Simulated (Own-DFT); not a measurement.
## Calculated data, Si$_{2}$SnGe$_{13}$ (diamond-structure random alloy, atoms displaced)

A calculation, not a measurement: plane-wave density functional theory by an unreviewed code, no spin, of a simulated periodic cell, stress positive in tension, run twice, with PBE and with PBEsol, both on files made for PBE, so the change isn't that of files made for PBEsol, forces on such cells moved up to 12 meV/angstrom on a denser k mesh; the far tail of each file's local potential was reset to the Coulomb form; each entry is a single point on an unrelaxed cell, so the pressure reflects the starting lattice, mostly measured values (interpolated for alloys), from which strain is counted, and rises with the displacements; printed positions are rounded, which can move forces by about a meV/angstrom; the program, named Own-DFT, is a retired in-house code; no spin-orbit coupling; stress was not checked against mesh or cutoff. Program: Own-DFT development build.

```cif
# cell vector a (Å): 11.3631 0.0000 0.0000
# cell vector b (Å): 0.0000 11.3631 0.0000
# cell vector c (Å): 0.0000 0.0000 11.3631
data_Si2SnGe13
_symmetry_space_group_name_H-M 'P 1'
_symmetry_Int_Tables_number 1
_cell_length_a 11.3631
_cell_length_b 11.3631
_cell_length_c 11.3631
_cell_angle_alpha 90.000
_cell_angle_beta 90.000
_cell_angle_gamma 90.000
_cell_volume 1467.20
loop_
_atom_site_label
_atom_site_type_symbol
_atom_site_fract_x
_atom_site_fract_y
_atom_site_fract_z
_atom_site_occupancy
Ge1 Ge 0.00404 0.00701 0.01013 1
Ge2 Ge 0.99663 0.25622 0.24797 1
Ge3 Ge 0.24131 0.99791 0.25636 1
Ge4 Ge 0.24986 0.25359 0.99546 1
Ge5 Ge 0.11672 0.13320 0.12401 1
Ge6 Ge 0.13220 0.38510 0.37499 1
Ge7 Ge 0.35927 0.12727 0.36563 1
Ge8 Ge 0.37248 0.37052 0.13068 1
Ge9 Ge 0.99326 0.98405 0.49965 1
Ge10 Ge 0.99895 0.26335 0.75739 1
Ge11 Ge 0.25391 0.01001 0.74172 1
Ge12 Ge 0.23998 0.24756 0.50180 1
Ge13 Ge 0.13163 0.12446 0.63086 1
Ge14 Ge 0.12685 0.37732 0.88095 1
Ge15 Ge 0.38160 0.12150 0.88139 1
Ge16 Ge 0.39059 0.36184 0.62436 1
Sn1 Sn 0.99586 0.49547 0.01009 1
Ge17 Ge 0.99755 0.75865 0.24641 1
Ge18 Ge 0.25475 0.48936 0.24631 1
Ge19 Ge 0.25064 0.75153 0.99697 1
Si1 Si 0.12133 0.62798 0.12359 1
Si2 Si 0.12647 0.86991 0.38240 1
Ge20 Ge 0.37125 0.61796 0.37390 1
Si3 Si 0.38139 0.87681 0.12063 1
Ge21 Ge 0.99623 0.50349 0.49461 1
Ge22 Ge 0.00829 0.75943 0.74535 1
Ge23 Ge 0.25311 0.51486 0.74139 1
Si4 Si 0.24367 0.75017 0.49541 1
Ge24 Ge 0.12471 0.63558 0.62920 1
Ge25 Ge 0.14374 0.86788 0.87673 1
Ge26 Ge 0.37118 0.62766 0.87585 1
Ge27 Ge 0.37200 0.87297 0.61797 1
Ge28 Ge 0.49536 0.00184 0.99798 1
Ge29 Ge 0.49677 0.24462 0.26555 1
Ge30 Ge 0.74790 0.99736 0.25610 1
Ge31 Ge 0.75238 0.24729 0.00116 1
Si5 Si 0.63742 0.12996 0.11630 1
Sn2 Sn 0.63378 0.38217 0.37892 1
Ge32 Ge 0.85771 0.12085 0.38273 1
Ge33 Ge 0.87717 0.37460 0.13320 1
Si6 Si 0.51004 0.99575 0.50922 1
Ge34 Ge 0.50391 0.24393 0.75715 1
Ge35 Ge 0.74722 0.98530 0.76363 1
Si7 Si 0.75431 0.25825 0.50837 1
Ge36 Ge 0.63838 0.12593 0.61950 1
Ge37 Ge 0.62792 0.38005 0.87935 1
Ge38 Ge 0.87854 0.12096 0.86895 1
Ge39 Ge 0.87737 0.37634 0.61897 1
Ge40 Ge 0.50701 0.49635 0.99548 1
Ge41 Ge 0.49172 0.74804 0.25393 1
Ge42 Ge 0.75803 0.50293 0.25160 1
Sn3 Sn 0.75780 0.76485 0.02063 1
Ge43 Ge 0.61975 0.62500 0.13189 1
Ge44 Ge 0.62255 0.86586 0.37105 1
Ge45 Ge 0.86505 0.63609 0.38929 1
Ge46 Ge 0.86930 0.87647 0.13177 1
Ge47 Ge 0.50391 0.49875 0.50011 1
Si8 Si 0.49641 0.75094 0.74431 1
Ge48 Ge 0.74980 0.49638 0.74960 1
Ge49 Ge 0.75546 0.73808 0.49470 1
Sn4 Sn 0.62317 0.61447 0.62561 1
Ge50 Ge 0.62335 0.86880 0.88271 1
Ge51 Ge 0.88142 0.61656 0.87153 1
Ge52 Ge 0.85856 0.89175 0.62046 1
_calc_functional 'PBE, then PBEsol'
_calc_potential_files 'PseudoDojo norm-conserving, scalar-relativistic, standard set'
_calc_wave_cutoff 49  # hartree
_calc_occupations 'Fermi-Dirac'
_calc_smearing_width 0.1  # eV
_calc_k_mesh '3 x 3 x 3 centred on Gamma'
_calc_PBE_pressure 5.37  # GPa
_calc_PBE_stress_xx -5.45  # GPa
_calc_PBE_stress_yy -5.2  # GPa
_calc_PBE_stress_zz -5.45  # GPa
_calc_PBE_stress_yz -0.21  # GPa
_calc_PBE_stress_xz -0.17  # GPa
_calc_PBE_stress_xy -0.05  # GPa
_calc_PBEsol_pressure 2.52  # GPa
_calc_PBEsol_stress_xx -2.59  # GPa
_calc_PBEsol_stress_yy -2.36  # GPa
_calc_PBEsol_stress_zz -2.6  # GPa
_calc_PBEsol_stress_yz -0.21  # GPa
_calc_PBEsol_stress_xz -0.16  # GPa
_calc_PBEsol_stress_xy -0.05  # GPa
_calc_rms_change_of_force_components_from_PBE_to_PBEsol 0.056  # eV/angstrom
```

Force:
```
force element  PBE force x (eV/Å)  PBE force y (eV/Å)  PBE force z (eV/Å)  PBEsol force x (eV/Å)  PBEsol force y (eV/Å)  PBEsol force z (eV/Å)
           Ge              -0.503              -1.446              -1.393                 -0.492                 -1.374                 -1.333
           Ge               0.293              -0.869               1.916                  0.286                 -0.825                  1.815
           Ge              -0.086              -0.617              -1.431                 -0.065                 -0.517                  -1.38
           Ge               0.383              -0.769                 0.6                  0.362                 -0.737                  0.591
           Ge               1.296               0.142               0.672                  1.234                  0.135                  0.642
           Ge              -1.314              -1.041               0.267                  -1.27                 -1.013                  0.249
           Ge               1.056              -0.781               2.025                  0.998                 -0.721                  1.933
           Ge               1.529              -0.649              -1.094                   1.46                 -0.625                 -1.046
           Ge               1.097               2.031              -0.322                  0.996                  1.985                 -0.269
           Ge               0.327              -1.146              -0.834                   0.32                 -1.114                   -0.8
           Ge               1.087              -1.536               1.478                  1.047                 -1.488                  1.429
           Ge               1.138               0.596               -0.17                  1.115                  0.565                 -0.171
           Ge               -2.66               0.529              -0.669                  -2.54                  0.517                 -0.645
           Ge               1.079               0.458              -1.516                  1.026                  0.417                  -1.46
           Ge              -1.354               0.806              -0.997                 -1.303                  0.781                 -0.974
           Ge              -1.619               0.898              -0.154                 -1.559                  0.878                 -0.154
           Sn               0.956               0.706               -0.71                  0.886                  0.634                 -0.735
           Ge               0.797              -1.024               1.165                  0.701                 -0.973                  1.122
           Ge              -0.842               2.175              -0.307                 -0.785                  2.068                 -0.258
           Ge               1.027              -0.912               2.124                  0.994                 -0.877                  1.971
           Si               1.314               0.825               1.238                  1.283                  0.809                  1.211
           Si              -0.622               0.073              -0.874                 -0.671                  0.133                 -0.908
           Ge              -0.413               0.414               0.553                 -0.359                  0.369                  0.501
           Si              -1.203              -0.214               0.817                 -1.174                 -0.214                  0.791
           Ge               0.735               0.622               0.485                  0.697                  0.606                  0.474
           Ge              -1.547               0.432               0.682                 -1.465                  0.389                  0.663
           Ge                0.34              -2.013               0.343                  0.323                 -1.921                  0.354
           Si               0.761              -0.562               0.187                  0.798                 -0.607                  0.244
           Ge              -0.183              -0.575              -1.495                 -0.199                 -0.574                 -1.399
           Ge              -1.936               2.302               -1.07                 -1.869                  2.206                 -1.043
           Ge               1.227               -0.03              -0.269                  1.148                 -0.049                 -0.249
           Ge               0.407               0.164               0.123                  0.364                  0.192                  0.154
           Ge               1.746              -0.281               1.199                  1.697                 -0.258                  1.085
           Ge               0.663              -0.242              -2.194                  0.593                 -0.208                 -2.109
           Ge              -1.002               0.424              -0.881                 -0.929                  0.372                 -0.827
           Ge               0.721               0.728              -0.607                  0.735                  0.752                 -0.625
           Si              -1.938               -1.16               1.657                 -1.893                  -1.14                   1.62
           Sn              -0.212              -1.271              -0.555                 -0.253                 -1.185                 -0.565
           Ge                1.75               0.847               0.106                  1.707                  0.764                  0.069
           Ge              -2.031              -1.136               0.336                 -1.951                 -1.099                  0.334
           Si              -0.769               0.325              -1.358                 -0.745                  0.312                  -1.32
           Ge               0.994              -0.076              -0.107                  0.953                 -0.059                 -0.107
           Ge              -0.416               1.932              -0.524                 -0.386                  1.874                 -0.525
           Si               0.391              -1.459               -0.02                  0.385                 -1.429                 -0.017
           Ge              -0.633              -0.511               1.223                 -0.623                 -0.504                  1.244
           Ge               0.492              -1.386              -0.619                  0.473                 -1.337                 -0.601
           Ge               0.096               0.141               0.651                  0.091                  0.142                  0.648
           Ge               0.347               0.209               0.837                  0.372                  0.249                  0.855
           Ge              -1.462               0.872               1.127                 -1.405                  0.846                  1.088
           Ge              -0.198               0.081              -0.603                 -0.138                  0.036                 -0.552
           Ge               0.293                1.39              -0.714                  0.271                  1.343                 -0.683
           Sn              -2.662               -4.77              -3.943                 -2.613                 -4.624                 -3.826
           Ge              -0.064              -0.603               0.154                 -0.054                 -0.578                  0.157
           Ge              -0.053                0.54               1.013                 -0.016                  0.492                  0.947
           Ge               3.965              -2.864              -4.216                  3.832                 -2.791                 -4.078
           Ge               4.169               4.439               2.941                  4.052                  4.305                   2.88
           Ge              -2.976              -0.435              -0.464                 -2.869                 -0.432                 -0.448
           Si              -0.496               0.482               1.215                 -0.493                  0.472                  1.195
           Ge               1.437              -0.896               0.987                  1.391                 -0.871                  0.957
           Ge              -3.065               4.203               2.839                 -2.969                  4.068                  2.733
           Sn               0.138               2.186               0.757                  0.177                   2.07                  0.686
           Ge              -1.826               0.001              -0.969                 -1.727                  0.055                 -0.915
           Ge              -0.651               1.879              -0.963                 -0.628                  1.804                 -0.932
           Ge               0.683              -2.581                0.33                  0.679                 -2.495                  0.314
```
